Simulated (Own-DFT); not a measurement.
## Calculated data, SiC (2H silicon carbide, atoms displaced)

A calculation, not a measurement: plane-wave PBE density functional theory by an unreviewed code, no spin, of a simulated periodic cell, stress positive in tension, free energy of the whole cell less one offset for each atom, forces on such cells passed a denser k mesh, this cell's mesh not checked; offsets are fitted by least squares, one for each functional and potential file, so energies compare only between cells with the same atoms and settings and are not formation energies; the far tail of each file's local potential was reset to the Coulomb form; each entry is a single point on an unrelaxed cell, so the pressure reflects the starting lattice, mostly measured values (interpolated for alloys), from which strain is counted, and rises with the displacements; printed positions are rounded, which can move forces by about a meV/angstrom; the program, named Own-DFT, is a retired in-house code; no spin-orbit coupling. Program: Own-DFT development build.

Settings shared by all entries: functional PBE; potential files PseudoDojo norm-conserving, scalar-relativistic, standard set; wave cutoff 42 hartree; occupations Fermi-Dirac; smearing width 0.1 eV; hardware one NVIDIA H100; k mesh 5 x 5 x 3 centred on Gamma.

(1) 
```xyz
32
Lattice="6.1654 0.0000 0.0000 -3.0827 5.3394 0.0000 0.0000 0.0000 10.0681" Properties=species:S:1:pos:R:3:force_x:R:1:force_y:R:1:force_z:R:1 formula=SiC free_energy_of_cell_above_offsets=-1.907 pressure=5.88 stress_xx=-5.33 stress_yy=-5.6 stress_zz=-6.72 stress_yz=-0.33 stress_xz=-0.53 stress_xy=0.64 wall_time=123.3
Si     3.0656     5.3388     0.0097       0.34     -0.152      -0.09
Si     0.0813     1.8218     2.5428     -1.629     -3.046      0.639
C      3.0904     5.3208     1.8661     -0.257     -0.472      0.726
C      0.0455     1.7832     4.4261     -0.423      1.074     -0.699
Si     6.1011     0.0554     5.0379      1.501     -0.063      0.649
Si     0.0447     1.7831     7.7370     -1.389     -0.241     -5.705
C      0.0225     0.0341     6.8914     -0.429      -0.21      2.619
C     -0.0609     1.8438     9.4787      1.858     -1.782      1.656
Si    -1.5208     2.6662     0.0185     -1.322      1.094      0.792
Si    -1.5333     4.4378     2.5675      -0.32       0.27     -0.711
C     -1.4350     2.6195     1.9346     -1.721      1.278     -0.587
C     -1.6129     4.4132     4.4823      0.494      1.752     -1.483
Si     4.5749     2.6879     4.9486      2.146     -1.152      2.717
Si    -1.5152     4.4511     7.6058     -0.905     -0.313     -2.044
C      4.5843     2.6968     6.8946      1.299     -0.369      0.697
C     -1.5023     4.4443     9.4421     -0.957      0.459       0.76
Si     0.0294     5.2861    10.0632     -1.799      2.502      0.895
Si     3.1421     1.7391     2.5325      0.298      0.394      0.348
C      3.1133     0.0163     1.9045     -0.652     -1.449     -0.422
C      3.1691     1.7239     4.4244      -2.56     -0.302     -0.465
Si    -0.1184     5.3164     5.1308      2.537     -0.374     -2.151
Si     3.0873     1.7682     7.5019      0.776      0.784      0.649
C      0.1003     5.3073     6.9232      -3.37      1.194      0.862
C      3.0665     1.9048     9.4334      1.215     -2.811     -0.132
Si     1.5662     2.6805    10.0003     -1.289     -0.132      1.898
Si     1.4663     4.2725     2.4374      2.083      5.755      2.715
C      1.5395     2.6381     1.9720       2.08     -2.238     -3.134
C      1.6430     4.4526     4.4364     -3.493     -0.543     -1.368
Si     1.5741     2.7099     4.9988      0.164     -0.958      1.344
Si     1.4592     4.4504     7.5810      4.007     -1.442     -1.003
C      1.5539     2.6124     6.9553     -0.662       1.07     -0.123
C      1.4486     4.4296     9.4350      2.378      0.426       0.15
```

Units: free_energy_of_cell_above_offsets in eV; pressure, stress_xx, stress_yy, stress_zz, stress_yz, stress_xz, stress_xy in GPa; wall_time in s; force_x, force_y, force_z in eV/Å.

(2) 
```xyz
32
Lattice="6.1654 0.0000 0.0000 -3.0827 5.3394 0.0000 0.0000 0.0000 10.0681" Properties=species:S:1:pos:R:3:force_x:R:1:force_y:R:1:force_z:R:1 formula=SiC free_energy_of_cell_above_offsets=-1.379 pressure=5.91 stress_xx=-2.26 stress_yy=-6.43 stress_zz=-9.04 stress_yz=-1.9 stress_xz=-0.1 stress_xy=-1.37 wall_time=114.7
Si    -3.0060     5.2350    10.0296      -1.48      2.853       0.99
Si    -0.0613     1.6389     2.5251      1.462      5.931      0.263
C     -0.0249     0.0713     1.8899      0.338     -4.418     -1.782
C     -0.0136     1.7285     4.4105      0.492      0.197     -0.004
Si    -3.0688     5.3304     5.0375      1.576      -0.81      0.882
Si     0.0388     1.8342     7.4887     -2.056     -1.705      0.937
C     -3.0185     5.3260     6.9642     -0.708     -0.074     -0.149
C     -0.0189     1.7797     9.4653      1.269     -0.413     -1.297
Si    -1.4997     2.7671     9.9894      0.526     -2.449      2.782
Si    -1.5339     4.4487     2.4692     -0.155      1.479      1.449
C     -1.5910     2.7631     1.9125       1.55     -2.248     -1.227
C     -1.4602     4.4321     4.3500     -0.993      0.075      0.722
Si    -1.4978     2.6562     4.9912     -1.265      0.277     -0.894
Si    -1.5083     4.3832     7.6037     -0.473      0.845      -2.55
C      4.5642     2.6199     6.7946      0.596      0.647      2.765
C     -1.5033     4.4411     9.4307      1.333      1.289      0.446
Si     0.0347     5.3381     0.0559      1.371      1.118     -1.151
Si     3.1812     1.8040     2.6396     -2.222      0.492      -5.79
C      3.0784     0.0482     1.9352      0.096     -0.204      -0.98
C      3.0483     1.7193     4.3021      0.883      0.503      6.032
Si     0.0390     5.3170     5.0266     -0.023      -0.01      0.917
Si     2.9312     1.8225     7.5406      3.375      0.029      0.796
C      3.0004     0.1104     7.0426      1.419     -3.131     -1.869
C      3.2292     1.8678     9.4382     -3.409     -1.849     -0.619
Si     1.5503     2.5801     0.0269      1.021       1.14      0.397
Si     1.5049     4.4988     2.4768      1.003     -2.454      0.835
C      1.5845     2.5967     1.8952     -0.998      0.799      0.927
C      1.6395     4.4357     4.4532       -1.9     -0.643     -0.988
Si     1.5416     2.6051     5.0483      0.314      1.048     -2.571
Si     1.5927     4.3471     7.6227     -0.573      4.746     -0.838
C      1.5179     2.7542     6.8495     -0.487     -1.657      0.946
C      1.6403     4.4342     9.4600     -1.883     -1.401      0.623
```

Units: free_energy_of_cell_above_offsets in eV; pressure, stress_xx, stress_yy, stress_zz, stress_yz, stress_xz, stress_xy in GPa; wall_time in s; force_x, force_y, force_z in eV/Å.

(3) 
```xyz
32
Lattice="6.1654 0.0000 0.0000 -3.0827 5.3394 0.0000 0.0000 0.0000 10.0681" Properties=species:S:1:pos:R:3:force_x:R:1:force_y:R:1:force_z:R:1 formula=SiC free_energy_of_cell_above_offsets=-1.912 pressure=6.13 stress_xx=-4.82 stress_yy=-6.42 stress_zz=-7.14 stress_yz=-1.19 stress_xz=0.29 stress_xy=1.05 wall_time=122.4
Si     3.1005     5.2956     0.0859     -0.087      1.075     -1.545
Si    -0.0084     1.7799     2.4933     -1.381      1.008       0.88
C     -0.0001     0.0479     1.9639     -0.259     -1.548     -0.856
C      0.0091     1.8270     4.4451      -1.62     -1.888      -1.87
Si     0.0117     0.0232     5.0209     -0.141     -0.574      0.424
Si     0.0239     1.7673     7.6586     -2.166      0.767     -3.673
C      6.0711     0.0815     6.9700          2     -1.656     -1.483
C     -0.0397     1.7156     9.3768      0.841      1.004      4.565
Si    -1.5366     2.7171    10.0662     -0.013     -0.647      -1.08
Si    -1.5608     4.3798     2.5288      0.432      3.305      0.344
C     -1.5884     2.7794     1.8828     -0.166     -4.191     -0.483
C     -1.5128     4.4121     4.3837     -0.353      0.481       1.14
Si     4.5755     2.5692     5.0081      0.757       2.33      1.428
Si    -1.5736     4.4829     7.5598     -0.363     -0.946     -1.858
C      4.5583     2.6119     6.9252        0.6      1.222     -0.015
C     -1.5120     4.4989     9.3650       -0.5     -0.798       2.39
Si     0.0672     5.3282     9.9868     -2.641      1.433      0.348
Si     2.9615     1.6861     2.5079      1.706      1.562     -0.497
C      3.1355     0.0052     1.7430     -2.224     -0.036      2.021
C      3.0216     1.7549     4.4270      -0.08      1.185     -1.623
Si     3.1079     0.1012     5.0369     -1.129      -3.34      1.433
Si     2.9817     1.7217     7.5205      2.366      3.526      1.361
C      3.1239     0.0897     7.0450     -1.659     -3.974       -3.3
C      3.1217     1.7467     9.3813     -0.494      1.328      1.188
Si     1.5804     2.6470    10.0031     -0.991     -0.023      0.592
Si     1.4586     4.5366     2.4866      1.844     -2.185      0.526
C      1.4820     2.5936     1.9083      0.855      2.141     -1.099
C      1.4877     4.5022     4.3855      0.873     -0.412      0.329
Si     1.4711     2.6400     4.9765      1.256      2.167      2.027
Si     1.5265     4.4788     7.5395      0.297     -0.762      0.718
C      1.5118     2.6197     6.9859     -0.616      1.714      -1.63
C      1.5060     4.5393     9.4563      3.056     -3.268     -0.701
```

Units: free_energy_of_cell_above_offsets in eV; pressure, stress_xx, stress_yy, stress_zz, stress_yz, stress_xz, stress_xy in GPa; wall_time in s; force_x, force_y, force_z in eV/Å.

(4) 
```xyz
32
Lattice="6.1654 0.0000 0.0000 -3.0827 5.3394 0.0000 0.0000 0.0000 10.0681" Properties=species:S:1:pos:R:3:force_x:R:1:force_y:R:1:force_z:R:1 formula=SiC free_energy_of_cell_above_offsets=-1.155 pressure=6.76 stress_xx=-4.96 stress_yy=-6.16 stress_zz=-9.18 stress_yz=-1.87 stress_xz=0.43 stress_xy=-1 wall_time=117.4
Si    -3.0077     5.3275     0.0450     -2.589      0.626     -0.064
Si     0.1253     1.7600     2.5170     -2.436      1.735      1.216
C      6.1323     0.0442     2.0297      0.977     -1.566     -2.083
C     -0.0765     1.8188     4.4858      3.418     -1.019     -1.765
Si     0.1142     0.1021     5.0891     -2.261     -2.539     -2.789
Si     0.0534     1.7713     7.4500     -1.378      0.091      2.158
C      0.0766     0.0172     6.8409     -0.816     -0.571      3.341
C     -0.0508     1.8057     9.3971      1.318     -1.703      -0.41
Si     4.6280     2.5810    10.0594     -1.183      1.478     -0.232
Si    -1.5183     4.3994     2.4479     -1.441      0.531      2.521
C      4.5938     2.6672     1.8774      1.281     -1.115      -0.17
C     -1.4932     4.4582     4.5276     -3.507      -2.29     -3.182
Si    -1.4231     2.6685     5.1761     -4.243       0.96     -1.669
Si    -1.4985     4.4477     7.5930     -0.202      1.128     -0.273
C     -1.4851     2.7496     6.9824     -0.807     -2.112      0.327
C     -1.5325     4.4839     9.4575       -0.6     -1.744      0.074
Si    -0.0762     5.3314     0.0264      2.296      0.278     -0.753
Si     3.1530     1.7076     2.4936     -2.037      2.103      1.419
C     -0.0602     5.3297     1.8846      0.863       0.06     -0.077
C      3.0974     1.7489     4.4463       0.26     -0.493      0.064
Si    -0.0944     5.2107     5.0285      5.785      3.555      0.806
Si     3.0094     1.6964     7.4752      1.917      3.364      1.851
C      3.1281     0.0514     6.9490     -0.694      -3.02      -1.29
C      3.0981     1.7198     9.3968     -1.499      0.892      0.356
Si     1.4528     2.6337    10.0444      1.777      1.243     -0.578
Si     1.4864     4.4931     2.5937      0.576     -0.939     -1.701
C      1.4526     2.7707     1.8174      2.055     -1.205      1.114
C      1.5429     4.3497     4.3597      0.022      1.173      3.088
Si     1.5446     2.6125     5.1353      0.806      0.942      -4.84
Si     1.5368     4.4811     7.5598       1.06     -0.013     -0.097
C      1.5307     2.6670     6.8601       0.69      0.801      3.359
C      1.5198     4.4786     9.4470      0.593      -0.63      0.276
```

Units: free_energy_of_cell_above_offsets in eV; pressure, stress_xx, stress_yy, stress_zz, stress_yz, stress_xz, stress_xy in GPa; wall_time in s; force_x, force_y, force_z in eV/Å.

(5) 
```xyz
32
Lattice="6.1654 0.0000 0.0000 -3.0827 5.3394 0.0000 0.0000 0.0000 10.0681" Properties=species:S:1:pos:R:3:force_x:R:1:force_y:R:1:force_z:R:1 formula=SiC free_energy_of_cell_above_offsets=-2.134 pressure=5.74 stress_xx=-2.23 stress_yy=-4.44 stress_zz=-10.54 stress_yz=-0.47 stress_xz=-1.06 stress_xy=-2.17 wall_time=121.7
Si    -3.0491     5.3002     0.0473     -0.885      1.009     -1.388
Si     0.0314     1.7881     2.5442     -0.689     -1.021     -0.444
C      6.0752     0.0178     1.8527      2.209       -0.5      1.808
C      0.1079     1.7878     4.3914     -3.261     -1.296      0.325
Si     3.0059     5.3360     5.0723      2.785      0.298     -1.118
Si     0.0322     1.7990     7.5919      0.186     -0.738     -1.323
C      3.0676     5.2874     6.9392      0.773      1.139      0.044
C     -0.0745     1.8173     9.4232      0.956     -1.428      0.526
Si    -1.5117     2.7511     0.0107     -1.366     -2.103      0.544
Si    -1.5350     4.4092     2.5480      0.405      1.667     -1.502
C     -1.4464     2.6820     1.9251      -2.58      -0.15     -0.758
C     -1.3873     4.4292     4.3664     -2.367      1.177      0.941
Si     4.5503     2.7314     4.9690      2.728     -0.818      1.355
Si    -1.5220     4.3955     7.5895     -0.589      0.765     -1.002
C     -1.4707     2.6649     6.9597     -1.197     -0.572     -1.346
C     -1.4884     4.4442     9.4668     -0.845      1.133     -0.844
Si     3.0531     0.0082     0.0294      1.986      0.885     -1.839
Si     2.9780     1.8725     2.4972      2.429     -2.161      -0.98
C      0.0271     5.3083     1.7885     -1.192      1.176      3.718
C      3.1277     1.7777     4.3677     -1.551      0.736      0.193
Si     3.1049     0.0719     5.0667      0.263      -1.35     -4.253
Si     3.1114     1.7133     7.5330      0.181      1.629     -0.238
C      3.0189     0.0091     6.7731      0.899     -0.653      4.826
C      3.0382     1.8346     9.3770      0.532     -1.044      1.476
Si     1.4560     2.6398    10.0038      1.292      1.289      0.243
Si     1.5493     4.3957     2.5091     -0.986      2.028     -1.258
C      1.4587     2.7073     1.8374      1.143     -1.083       0.01
C      1.6101     4.3988     4.3352     -1.193      1.182      1.424
Si     1.4769     2.6932     5.0103      2.605     -0.253      1.071
Si     1.5338     4.4251     7.4443     -0.308      1.036      2.645
C      1.6097     2.7068     6.9183     -0.963     -1.731     -0.667
C      1.5836     4.4618     9.5112       -1.4     -0.248     -2.191
```

Units: free_energy_of_cell_above_offsets in eV; pressure, stress_xx, stress_yy, stress_zz, stress_yz, stress_xz, stress_xy in GPa; wall_time in s; force_x, force_y, force_z in eV/Å.

(6) 
```xyz
32
Lattice="6.1654 0.0000 0.0000 -3.0827 5.3394 0.0000 0.0000 0.0000 10.0681" Properties=species:S:1:pos:R:3:force_x:R:1:force_y:R:1:force_z:R:1 formula=SiC free_energy_of_cell_above_offsets=-1.968 pressure=5.63 stress_xx=-5.25 stress_yy=-4.09 stress_zz=-7.54 stress_yz=0.83 stress_xz=-0.16 stress_xy=0.38 wall_time=123.7
Si    -3.0076     5.3089     9.9878     -2.527      1.566      2.114
Si    -0.0918     1.8422     2.5295      0.779     -1.734      -0.53
C      3.0771     5.2765     1.8625     -0.521      1.737      -0.52
C      0.0192     1.7358     4.3946     -0.274      0.622      1.091
Si     3.0864     5.2495     5.0101     -0.552      2.491      0.453
Si    -0.0035     1.7828     7.6144      -0.81      1.766     -0.636
C     -0.0016     0.0422     7.0265      -1.45      1.146     -3.407
C     -0.0762     1.8357     9.4663      2.221     -0.935      0.224
Si    -1.5439     2.7092     0.0741     -0.464     -0.577      -1.73
Si    -1.5649     4.4638     2.4832      0.535      1.013       0.29
C      4.5319     2.7381     1.8681      1.284     -0.722      0.918
C     -1.5784     4.5087     4.3739      1.689     -1.834      0.398
Si    -1.5061     2.6624     5.0835      0.422      0.317      0.502
Si    -1.6853     4.5633     7.5210      5.656     -3.934      0.809
C      4.5933     2.6599     7.0569     -0.215      0.781     -1.833
C     -1.5829     4.4174     9.4131       1.49       0.92     -0.473
Si     3.0160     0.0764     9.9691      1.253     -2.697      2.121
Si     3.1098     1.8184     2.5805     -1.542     -0.885     -1.431
C      3.1024     0.0006     1.8805     -0.393      0.347      -0.41
C      3.2195     1.8341     4.3773     -2.327     -1.206      1.501
Si     0.0201     5.2799     4.9742      0.024      2.133        0.2
Si     3.0471     1.6867     7.5952      1.384      0.856     -1.303
C      0.0300     5.3185     6.8547     -0.191     -0.988      1.233
C      3.0970     1.7749     9.4920       -0.8       1.54     -1.148
Si     1.5596     2.7579     9.9815     -1.042     -1.915      2.478
Si     1.5467     4.4124     2.4804     -0.213      0.663     -0.487
C      1.4762     2.6578     2.0042      0.902     -0.213     -2.412
C      1.5726     4.4231     4.3401     -0.685      0.316       1.39
Si     1.5240     2.7287     5.0574       1.07     -2.476     -2.041
Si     1.6994     4.4040     7.5496      -4.12     -0.771     -1.273
C      1.5645     2.5683     6.8572     -0.166      1.318      2.251
C      1.5706     4.4430     9.3389     -0.415      1.355       1.66
```

Units: free_energy_of_cell_above_offsets in eV; pressure, stress_xx, stress_yy, stress_zz, stress_yz, stress_xz, stress_xy in GPa; wall_time in s; force_x, force_y, force_z in eV/Å.
